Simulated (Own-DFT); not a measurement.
Simulation results for AlN (wurtzite, atoms displaced)

Computed with Own-DFT development build. A calculation, not a measurement: plane-wave PBE density functional theory by an unreviewed code, no spin, of a simulated periodic cell, stress positive in tension, free energy of the whole cell less one offset for each atom, forces on such cells passed a denser k mesh, this cell's mesh not checked; offsets are fitted by least squares, one for each functional and potential file, so energies compare only between cells with the same atoms and settings and are not formation energies; the far tail of each file's local potential was reset to the Coulomb form; each entry is a single point on an unrelaxed cell, so the pressure reflects the starting lattice, mostly measured values (interpolated for alloys), from which strain is counted, and rises with the displacements; printed positions are rounded, which can move forces by about a meV/angstrom; the program, named Own-DFT, is a retired in-house code; no spin-orbit coupling.

Common to all runs: functional PBE; potential files PseudoDojo norm-conserving, scalar-relativistic, standard set; wave cutoff 42 hartree; occupations Fermi-Dirac; smearing width 0.1 eV; hardware one NVIDIA H100; k mesh 2 x 2 x 2 centred on Gamma.

(1) AlN (wurtzite, atoms displaced)

```xyz
128
Lattice="12.4480 0.0000 0.0000 -6.2240 10.7803 0.0000 0.0000 0.0000 9.9640" Properties=species:S:1:pos:R:3 AlN
Al     0.0127     1.8260     0.1168
Al     1.5324     1.0146     2.6663
N      0.0174     1.8934     1.8421
N      1.6199     0.9589     4.5054
Al     0.0588     1.8603     5.1575
Al     1.4423     0.8644     7.4655
N      0.0300     1.9474     6.9096
N      1.6004     1.0967     9.2112
Al    -1.4636     4.4711     9.9267
Al     0.0633     3.4835     2.4816
N     -1.5006     4.4177     1.9742
N      0.1488     3.5042     4.3333
Al    -1.5693     4.6435     5.0318
Al    -0.1721     3.7964     7.3433
N     -1.7421     4.2865     6.8817
N     -0.0466     3.6237     9.2521
Al    -3.2672     6.9881     0.0891
Al    -1.3894     6.1911     2.5406
N     -3.1498     7.2589     2.0465
N     -1.4771     6.2703     4.3108
Al    -3.1193     7.0724     4.9760
Al    -1.6485     6.3088     7.5257
N     -2.9904     7.0807     7.0177
N     -1.5185     6.3852     9.3544
Al    -4.6987     9.8744     9.8924
Al    -3.2121     9.1384     2.3174
N     -4.6326     9.9331     1.8399
N     -2.9568     8.9865     4.2962
Al    -4.6216     9.9169     5.0045
Al    -3.2004     9.0481     7.3822
N     -4.6715     9.7935     6.7681
N     -3.0136     8.8660     9.2754
Al     3.0730     1.7354     9.8893
Al     4.6166     0.8600     2.4138
N      3.0195     1.8806     1.7499
N      4.7271     0.9246     4.3773
Al     3.0465     1.6763     5.1271
Al     4.5943     0.6658     7.4878
N      3.0766     1.9466     6.7492
N      4.7327     0.9089     9.2463
Al     1.6237     4.4320     0.0036
Al     3.1275     3.7589     2.5390
N      1.5381     4.4572     1.8707
N      3.1880     3.6666     4.3029
Al     1.5585     4.4205     4.9047
Al     3.0302     3.6162     7.3772
N      1.4273     4.5081     6.7057
N      3.1395     3.5180     9.4028
Al     0.0894     7.0392     9.8028
Al     1.5729     6.0800     2.5014
N     -0.0755     7.2010     1.8883
N      1.5604     6.3639     4.3764
Al     0.0812     7.2280     5.1625
Al     1.4058     6.3734     7.5569
N     -0.0540     7.3638     6.9634
N      1.7064     6.4581     9.3312
Al    -1.4103     9.8288     9.8481
Al    -0.1081     9.0041     2.4037
N     -1.6707     9.7552     1.8890
N     -0.0868     8.8659     4.4620
Al    -1.4911     9.7929     4.9386
Al    -0.0433     9.0068     7.5831
N     -1.5383     9.7945     6.8578
N     -0.0424     8.9708     9.4052
Al     6.2152     1.6833     9.8812
Al     7.7720     0.9411     2.3543
N      6.2229     1.9308     1.9139
N      7.8949     0.9744     4.4152
Al     6.1840     1.7935     4.9429
Al     7.8700     0.9178     7.6535
N      6.2890     1.8023     7.1252
N      7.8388     0.8186     9.3502
Al     4.6705     4.3876     9.8559
Al     6.2120     3.6462     2.5524
N      4.6486     4.4506     1.9013
N      6.2050     3.6057     4.3956
Al     4.5524     4.4577     4.9517
Al     6.3703     3.5622     7.4943
N      4.7442     4.6454     6.8613
N      6.0736     3.5145     9.2346
Al     3.1994     7.1752     9.9373
Al     4.5019     6.3865     2.5724
N      3.2299     7.2363     1.9617
N      4.5189     6.3104     4.3742
Al     3.0865     7.2781     4.9085
Al     4.7533     6.3838     7.4297
N      3.1910     7.2162     7.0208
N      4.5176     6.2066     9.5028
Al     1.4260     9.8513     0.0534
Al     3.1652     8.8729     2.4634
N      1.4477     9.8774     1.7552
N      3.0869     8.7748     4.3218
Al     1.5280    10.0538     4.9761
Al     3.1055     9.0422     7.2694
N      1.5948     9.9745     6.7999
N      3.1206     8.7556     9.4565
Al     9.4173     1.9040     0.0098
Al    10.9081     1.0404     2.5208
N      9.2216     1.6102     1.7547
N     10.8605     0.9792     4.3530
Al     9.3599     1.9737     5.0497
Al    11.0473     0.7509     7.4849
N      9.1293     1.9097     7.0246
N     10.9547     0.9494     9.2338
Al     7.9104     4.4428     0.0326
Al     9.1316     3.6289     2.4651
N      7.6724     4.5581     2.0094
N      9.1916     3.6031     4.4283
Al     7.8030     4.5267     4.8793
Al     9.1523     3.5939     7.4942
N      7.7450     4.4103     6.6832
N      9.2729     3.6457     9.2656
Al     6.1677     7.1257     0.0025
Al     7.6699     6.1848     2.5583
N      6.2072     7.0875     1.9442
N      7.7878     6.3022     4.2826
Al     6.1253     7.3211     5.0887
Al     7.8262     6.2920     7.3859
N      6.2555     7.2266     6.9816
N      7.7467     6.3401     9.5592
Al     4.5506     9.8723     9.8380
Al     6.2117     9.1762     2.4389
N      4.7096     9.8614     1.9431
N      6.3253     9.0199     4.4391
Al     4.7764    10.0845     4.9228
Al     6.2136     9.0463     7.3892
N      4.8130    10.0019     6.8366
N      6.3065     8.9655     9.6703
```

```
free energy of cell above offsets : -28.071 eV
pressure                          : 11.2 GPa
stress xx                         : -11.72 GPa
stress yy                         : -10.45 GPa
stress zz                         : -11.42 GPa
stress yz                         : -0.47 GPa
stress xz                         : -1.13 GPa
stress xy                         : 0.78 GPa
wall time                         : 406.1 s
```

Force:
| element | x (eV/Å) | y (eV/Å) | z (eV/Å) |
| --- | --- | --- | --- |
| Al | 0.547 | -0.024 | -5.065 |
| Al | 1.525 | -0.753 | -2.945 |
| N | -0.411 | -3.433 | 2.11 |
| N | -3.225 | -1.738 | -1.1 |
| Al | -0.642 | -0.09 | -2.751 |
| Al | 1.644 | 1.709 | -1.511 |
| N | -1.047 | -2.074 | 0.846 |
| N | -2.674 | -3.399 | 1.691 |
| Al | -1.546 | 1.618 | 0.929 |
| Al | -0.822 | 3.598 | 1.141 |
| N | -1.432 | -0.846 | -1.477 |
| N | -2.603 | 0.284 | 0.22 |
| Al | -0.379 | -3.146 | -1.042 |
| Al | 3.484 | -3.042 | 1.964 |
| N | -0.178 | 4.284 | -1.454 |
| N | 1.64 | -0.153 | 1.08 |
| Al | 5.856 | 4.881 | 2.28 |
| Al | -2.839 | 1.729 | -1.767 |
| N | 0.012 | -2.37 | -1.73 |
| N | -0.145 | 0.621 | 3.65 |
| Al | 0.999 | 2.071 | -1.528 |
| Al | 4.574 | -2.359 | 1.254 |
| N | -5.995 | 3.399 | -4.232 |
| N | -1.288 | -3.063 | 0.378 |
| Al | 3.559 | 1.27 | 0.666 |
| Al | 1.194 | -4.967 | 2.984 |
| N | -3.199 | 3.371 | 0.12 |
| N | -3.439 | -0.25 | 1.458 |
| Al | 1.718 | -1.237 | -2.894 |
| Al | 3.013 | -2.828 | 1.901 |
| N | -1.107 | 2.366 | 2.173 |
| N | -1.741 | 1.542 | 0.509 |
| Al | 2.469 | 1.117 | 0.579 |
| Al | -0.039 | 1.169 | 0.33 |
| N | 0.339 | -1.01 | 2.883 |
| N | -2.067 | -1.547 | -0.251 |
| Al | 4.354 | 2.106 | -5.315 |
| Al | 1.624 | 4.901 | -1.63 |
| N | -0.023 | -3.036 | 5.497 |
| N | -2.21 | -2.162 | 2.477 |
| Al | -0.217 | 0.566 | -1.203 |
| Al | 0.735 | -2.96 | -2.314 |
| N | -0.165 | -1.175 | -0.604 |
| N | -3.73 | -2.606 | 1.393 |
| Al | 1.545 | 2.4 | -0.257 |
| Al | 1.414 | 2.026 | 1.417 |
| N | 0.253 | 1.413 | 2.754 |
| N | -1.515 | 0.677 | -2.086 |
| Al | -1.189 | 2.788 | 3.694 |
| Al | -0.736 | 5.908 | 0.492 |
| N | 2.837 | -1.066 | -1.551 |
| N | -0.652 | -2.07 | 0.381 |
| Al | -0.44 | -0.912 | -2.952 |
| Al | 3.418 | -0.717 | -2.355 |
| N | -0.116 | -3.759 | 0.45 |
| N | -2.587 | -4.011 | 0.505 |
| Al | -5.806 | 1.336 | 2.196 |
| Al | 1.179 | -1.791 | 1.605 |
| N | 2.995 | 3.955 | -2.159 |
| N | 3.033 | 2.181 | -1.814 |
| Al | -0.866 | 1.872 | 0.317 |
| Al | 1.39 | 2.007 | -1.264 |
| N | -1.245 | -0.124 | -0.479 |
| N | 3.252 | -2.211 | -1.34 |
| Al | 0.952 | 2.51 | 0.279 |
| Al | -2.882 | -2.169 | 2.305 |
| N | -0.271 | -2.628 | -1.391 |
| N | -1.162 | 0.421 | -1.745 |
| Al | 2.032 | 1.094 | 1.768 |
| Al | -2.759 | -1.029 | -3.952 |
| N | -1.52 | -2.19 | -2.979 |
| N | 0.096 | 0.288 | 4.066 |
| Al | -0.61 | 1.513 | 2.1 |
| Al | -2.45 | -0.226 | -0.247 |
| N | 0.42 | 1.522 | -0.519 |
| N | -0.177 | 0.128 | 0.344 |
| Al | 4.042 | 2.406 | 1.645 |
| Al | -3.332 | 0.423 | -1.971 |
| N | -1.033 | -2.211 | -0.154 |
| N | 3.928 | 0.041 | 2.909 |
| Al | -0.838 | -1.885 | 3.094 |
| Al | 6.315 | -3.489 | -0.556 |
| N | -5.628 | -1.422 | -3.384 |
| N | 2.385 | -0.1 | 1.886 |
| Al | -0.395 | -6.441 | 3.758 |
| Al | -2.481 | -2.183 | 2.04 |
| N | -1.79 | 0.764 | -2.497 |
| N | 4.929 | -0.831 | -2.797 |
| Al | 2.855 | -0.535 | -2.983 |
| Al | -1.214 | 3.495 | 0.255 |
| N | 0.538 | 0.161 | 4.767 |
| N | 0.436 | 9.834 | -0.64 |
| Al | -0.027 | -2.849 | -1.074 |
| Al | 0.096 | -1.068 | 1.842 |
| N | -0.578 | -0.728 | 1.871 |
| N | -0.496 | 7.87 | -2.695 |
| Al | -0.864 | -2.084 | -2.691 |
| Al | -1.232 | -1.954 | -1.303 |
| N | 4.172 | 3.952 | 1.205 |
| N | 1.12 | 1.904 | 1.141 |
| Al | -1.093 | -2.576 | 1.491 |
| Al | -1.657 | 7.33 | 0.138 |
| N | 4.542 | -1.7 | -2.748 |
| N | -0.305 | -0.59 | 3.447 |
| Al | -5.024 | 1.802 | 0.807 |
| Al | 3.074 | -1.152 | 1.326 |
| N | 1.49 | -3.003 | -3.025 |
| N | 3.917 | 1.006 | -2.586 |
| Al | -3.373 | 0.576 | 0.463 |
| Al | 0.666 | 0.245 | -1.454 |
| N | 0.552 | 3.027 | 2.694 |
| N | 2.436 | -0.41 | 2.79 |
| Al | -1.257 | -0.255 | 2.357 |
| Al | 0.953 | 5.254 | -2.041 |
| N | -1.26 | 1.893 | 0.05 |
| N | -0.8 | 0.272 | 4.975 |
| Al | 0.242 | -2.594 | -2.506 |
| Al | -0.48 | -1.284 | 1.297 |
| N | 1.272 | 1.258 | -0.93 |
| N | -2.813 | -4.261 | -4.143 |
| Al | 1.257 | -0.323 | 2.242 |
| Al | 2.323 | -4.37 | 0.34 |
| N | -2.652 | 2.988 | -0.894 |
| N | -1.373 | 1.571 | -0.662 |
| Al | -1.075 | -3.486 | -0.665 |
| Al | 1.146 | -1.741 | 2.103 |
| N | -1.936 | -3.853 | -1.76 |
| N | -3.634 | -0.158 | -4.052 |

(2) AlN (wurtzite, atoms displaced)

```xyz
128
Lattice="12.4480 0.0000 0.0000 -6.2240 10.7803 0.0000 0.0000 0.0000 9.9640" Properties=species:S:1:pos:R:3 AlN
Al    -0.1516     1.8144     0.1376
Al     1.6213     0.9679     2.7385
N     -0.1690     1.8854     1.7450
N      1.6260     1.1001     4.4058
Al    -0.0197     1.8910     4.9518
Al     1.5910     0.9630     7.5470
N      0.1162     1.8740     7.0312
N      1.4061     0.7962     9.3532
Al    -1.6072     4.5501     0.0956
Al     0.0977     3.7332     2.6746
N     -1.6006     4.4870     1.7751
N     -0.0961     3.4992     4.3719
Al    -1.6090     4.5194     4.9824
Al    -0.1366     3.8043     7.4483
N     -1.4281     4.4114     6.8196
N     -0.0439     3.6688     9.4089
Al    -3.1434     7.1282     9.8903
Al    -1.5824     6.2627     2.5286
N     -2.9310     7.1902     1.8753
N     -1.5874     6.0919     4.3990
Al    -3.1289     7.2123     4.9222
Al    -1.6009     6.2863     7.5220
N     -3.1564     7.2598     6.9702
N     -1.6178     6.2100     9.2248
Al    -4.6779     9.9299     9.9257
Al    -3.1670     9.0358     2.3132
N     -4.5990     9.8993     2.0301
N     -2.9380     9.0965     4.3656
Al    -4.6975     9.8977     4.9279
Al    -3.2621     8.7869     7.5252
N     -4.5862     9.8343     6.9120
N     -3.1900     8.9790     9.4855
Al     3.1602     1.7193     0.1162
Al     4.6834     0.6703     2.5125
N      3.2088     1.8673     1.8204
N      4.4934     0.8454     4.4167
Al     3.0799     1.7601     5.0412
Al     4.6905     0.8706     7.4345
N      3.1101     1.5980     6.8953
N      4.6758     0.9487     9.4424
Al     1.8046     4.5273     9.8747
Al     3.2014     3.5502     2.4137
N      1.3635     4.5801     1.9499
N      3.0483     3.6316     4.4943
Al     1.5326     4.5479     5.0408
Al     3.0595     3.7254     7.2622
N      1.5119     4.3025     6.9200
N      3.1149     3.5518     9.3520
Al    -0.0215     6.9661     0.0100
Al     1.5446     6.1728     2.6651
N      0.1314     7.1041     1.7512
N      1.7284     6.2110     4.5368
Al     0.0571     7.1526     5.0031
Al     1.5560     6.3238     7.4776
N     -0.0187     7.1941     6.8047
N      1.5252     6.2650     9.3520
Al    -1.5324     9.6055     9.9033
Al     0.1669     8.9515     2.5122
N     -1.4755    10.0125     1.8199
N     -0.0776     9.1516     4.4511
Al    -1.5753     9.9667     5.0325
Al    -0.0208     9.1053     7.2550
N     -1.4395     9.8765     6.8944
N      0.0029     8.9160     9.6015
Al     6.3733     1.9323     9.9637
Al     7.6859     0.9311     2.4965
N      6.2437     1.8702     1.9377
N      7.7677     1.0202     4.4875
Al     6.2451     1.7993     5.0783
Al     7.7729     0.8990     7.4108
N      6.2780     1.9428     6.9345
N      7.8194     0.9455     9.0105
Al     4.7283     4.4564     9.7692
Al     6.0062     3.7373     2.4155
N      4.6792     4.4268     1.9127
N      6.1078     3.6592     4.3488
Al     4.6148     4.6176     5.0901
Al     6.3337     3.4408     7.3907
N      4.6563     4.5022     6.8406
N      6.2980     3.4522     9.3567
Al     3.0860     7.1412     9.8896
Al     4.6033     6.3078     2.3972
N      3.2185     7.3423     1.8151
N      4.5733     6.3019     4.4765
Al     3.2581     7.1150     4.9463
Al     4.7044     6.3375     7.4559
N      3.0328     7.3210     6.7221
N      4.7272     6.3609     9.2730
Al     1.5186     9.8419     9.7709
Al     2.8540     8.8719     2.5888
N      1.6301     9.9475     2.0560
N      3.1590     9.1604     4.3666
Al     1.4712     9.9466     5.0430
Al     3.0426     9.0509     7.5175
N      1.5108     9.7420     6.8616
N      3.1462     8.9678     9.4053
Al     9.1458     1.6003     0.1167
Al    10.9529     0.8993     2.5512
N      9.4500     1.8110     2.0252
N     10.8998     0.7899     4.4739
Al     9.3981     1.8705     4.9740
Al    10.8398     0.9869     7.4054
N      9.2764     1.8378     6.9637
N     11.0049     1.0629     9.4052
Al     7.7764     4.4836     0.0311
Al     9.2394     3.5490     2.6673
N      7.5680     4.4250     1.8698
N      9.4981     3.5784     4.4911
Al     7.7624     4.4977     4.7689
Al     9.4350     3.5892     7.3133
N      7.7679     4.3844     6.7928
N      9.3477     3.5039     9.3647
Al     6.2946     7.2157     9.8269
Al     7.8341     6.4861     2.3281
N      6.3268     7.0856     2.0414
N      7.8178     6.2651     4.5489
Al     6.4482     7.3592     5.0799
Al     7.7943     6.3060     7.4700
N      6.1311     7.3510     6.8324
N      7.8551     6.3594     9.4298
Al     4.6050     9.8901     0.1291
Al     6.1955     9.1558     2.4333
N      4.5900     9.9962     1.8397
N      6.1715     9.1976     4.3266
Al     4.5009     9.8706     4.9175
Al     6.1732     9.0104     7.4425
N      4.7934     9.9196     6.8759
N      6.3039     9.1101     9.3683
```

```
free energy of cell above offsets : -22.410 eV
pressure                          : 12.42 GPa
stress xx                         : -14.18 GPa
stress yy                         : -11.91 GPa
stress zz                         : -11.18 GPa
stress yz                         : -0.6 GPa
stress xz                         : -1.67 GPa
stress xy                         : 2.06 GPa
wall time                         : 430.3 s
```

Force:
| element | x (eV/Å) | y (eV/Å) | z (eV/Å) |
| --- | --- | --- | --- |
| Al | 4.791 | 2.792 | -6.238 |
| Al | -0.442 | 0.252 | -7.034 |
| N | 2.887 | 0.278 | 10.07 |
| N | -3.258 | -2.611 | 2.513 |
| Al | 0.339 | -3.644 | 3.268 |
| Al | -1.312 | -1.502 | 0.289 |
| N | -2.752 | 0.577 | -3.005 |
| N | 2.037 | 2.919 | 1.62 |
| Al | 0.384 | -3.199 | -4.267 |
| Al | -4.575 | -3.381 | -4.301 |
| N | -0.592 | 0.954 | 6.732 |
| N | 0.65 | 4.253 | 1.774 |
| Al | 3.062 | -2.612 | 1.522 |
| Al | 7.987 | -7.258 | 6.123 |
| N | -8.524 | 5.564 | -3.251 |
| N | 1.159 | 1.02 | -0.465 |
| Al | 3.264 | 1.706 | 1.399 |
| Al | 2.191 | -1.666 | -0.781 |
| N | -2.805 | 1.269 | -0.795 |
| N | 0.829 | 6.108 | -0.984 |
| Al | 1.718 | 1.001 | 0.708 |
| Al | 0.835 | -0.01 | -3.884 |
| N | 1.149 | -6.087 | -2.934 |
| N | 0.211 | 1.434 | 3.75 |
| Al | 0.219 | 0.506 | 1.532 |
| Al | 4.77 | -0.868 | 2.098 |
| N | -2.852 | 2.168 | -1.555 |
| N | -4.055 | -3.037 | -1.048 |
| Al | 1.628 | 1.343 | 1.205 |
| Al | 1.365 | 7.399 | 1.883 |
| N | -1.619 | 0.363 | -1.349 |
| N | 0.929 | -1.869 | -1.287 |
| Al | -1.471 | -0.255 | -4.344 |
| Al | 0.004 | 8.68 | 1.864 |
| N | -1.083 | -1.911 | 4.37 |
| N | 3.14 | 1.52 | -0.685 |
| Al | 1.54 | 2.43 | 1.261 |
| Al | -0.188 | 0.717 | 2.561 |
| N | 1.366 | 3.164 | -0.752 |
| N | 1.764 | -1.533 | -1.635 |
| Al | -6.264 | -0.917 | 1.554 |
| Al | -2.348 | 0.793 | 2.163 |
| N | 5.829 | -0.462 | -2.025 |
| N | 0.91 | -0.374 | -0.839 |
| Al | -0.304 | -3.69 | 0.481 |
| Al | 2.637 | -4.462 | 2.533 |
| N | -1.675 | 4.98 | -1.519 |
| N | 2.769 | -0.274 | -1.148 |
| Al | -0.469 | 1.804 | -1.699 |
| Al | 0.634 | 2.079 | -1.727 |
| N | -0.873 | 0.837 | 5.391 |
| N | -2.956 | 2.671 | -2.058 |
| Al | -0.738 | 0.571 | -0.797 |
| Al | -0.038 | -0.207 | -1.231 |
| N | -0.436 | -0.289 | 1.789 |
| N | 1.989 | 0.333 | -1.028 |
| Al | -1.347 | 5.141 | 1.325 |
| Al | -3.252 | 0.458 | -1.102 |
| N | -0.295 | -8.686 | -1.932 |
| N | 2.042 | -3.255 | -1.297 |
| Al | -0.045 | -0.344 | 0.855 |
| Al | 0.751 | -5.061 | 3.092 |
| N | -4.39 | 1.471 | -0.308 |
| N | 1.68 | -2.438 | -3.079 |
| Al | -2.485 | -6.805 | 1.571 |
| Al | 1.88 | 0.879 | 1.69 |
| N | -0.559 | -0.566 | -0.622 |
| N | 0.31 | -1.258 | -0.353 |
| Al | -1.965 | 1.718 | -1.838 |
| Al | -0.094 | 0.062 | -6.426 |
| N | -1.454 | -9.918 | -3.355 |
| N | -1.11 | -2.087 | 10.4 |
| Al | -0.187 | -0.682 | 0.824 |
| Al | 7.1 | -5.448 | 4.03 |
| N | -6.741 | 5.791 | -4.336 |
| N | 0.661 | -0.53 | 0.457 |
| Al | 0.541 | -2.064 | -3.045 |
| Al | -0.847 | 8.916 | 3.16 |
| N | 1.097 | 0.73 | 2.986 |
| N | -0.774 | 7.063 | -2.374 |
| Al | 0.366 | 1.306 | 0.627 |
| Al | 1.983 | -0.34 | 1.777 |
| N | -1.434 | -3.44 | 0.107 |
| N | 6.164 | -1.154 | -3.434 |
| Al | -4.37 | 4.881 | 1.673 |
| Al | -1.338 | 0.149 | -2.072 |
| N | 0.781 | -1.387 | 3.516 |
| N | -0.39 | -1.265 | 1.384 |
| Al | 0.475 | 0.934 | 1.535 |
| Al | 4.725 | 2.261 | -0.025 |
| N | -2.358 | 0.781 | -2.655 |
| N | -6.637 | -4.911 | -1 |
| Al | 1.947 | 0.397 | -1.671 |
| Al | 2.988 | -0.799 | -0.889 |
| N | 1.973 | 3.62 | 0.16 |
| N | -1.168 | 0.012 | -0.986 |
| Al | 4.719 | 3.097 | -1.203 |
| Al | -0.509 | 0.36 | -0.162 |
| N | -3.557 | -0.501 | -0.389 |
| N | 0.255 | 3.698 | -0.856 |
| Al | -0.405 | -2.745 | 1.041 |
| Al | 2.838 | -0.477 | 2.077 |
| N | 0.989 | -0.985 | -3.078 |
| N | -7.168 | -4.92 | -2.269 |
| Al | 1.456 | -1.216 | -1.01 |
| Al | 1.119 | 0.68 | -3.812 |
| N | 3.498 | 2.105 | 1.331 |
| N | -4.255 | 0.291 | -1.505 |
| Al | -0.95 | -1.461 | 2.346 |
| Al | -1.675 | 0.35 | 3.066 |
| N | 1.156 | 2.546 | -0.091 |
| N | -1.096 | 1.334 | 0.009 |
| Al | -0.725 | 1.744 | 1.907 |
| Al | 3.14 | -4.316 | 2.08 |
| N | -5.203 | 3.781 | -2.687 |
| N | 0.357 | 1.868 | -2.123 |
| Al | -2.972 | -0.168 | -2.848 |
| Al | -1.035 | -1.646 | -0.695 |
| N | 1.658 | -3.061 | 1.656 |
| N | -3.009 | -2.612 | -1.783 |
| Al | 1.765 | 1.716 | -3.909 |
| Al | -0.679 | -1.543 | 0.223 |
| N | 0.635 | -1.843 | 3.343 |
| N | 0.652 | -2.405 | 0.362 |
| Al | 6.288 | 1.757 | 3.544 |
| Al | 2.076 | 2.358 | 1.643 |
| N | -4.316 | 0.84 | -0.645 |
| N | -2.621 | -3.123 | 0.281 |
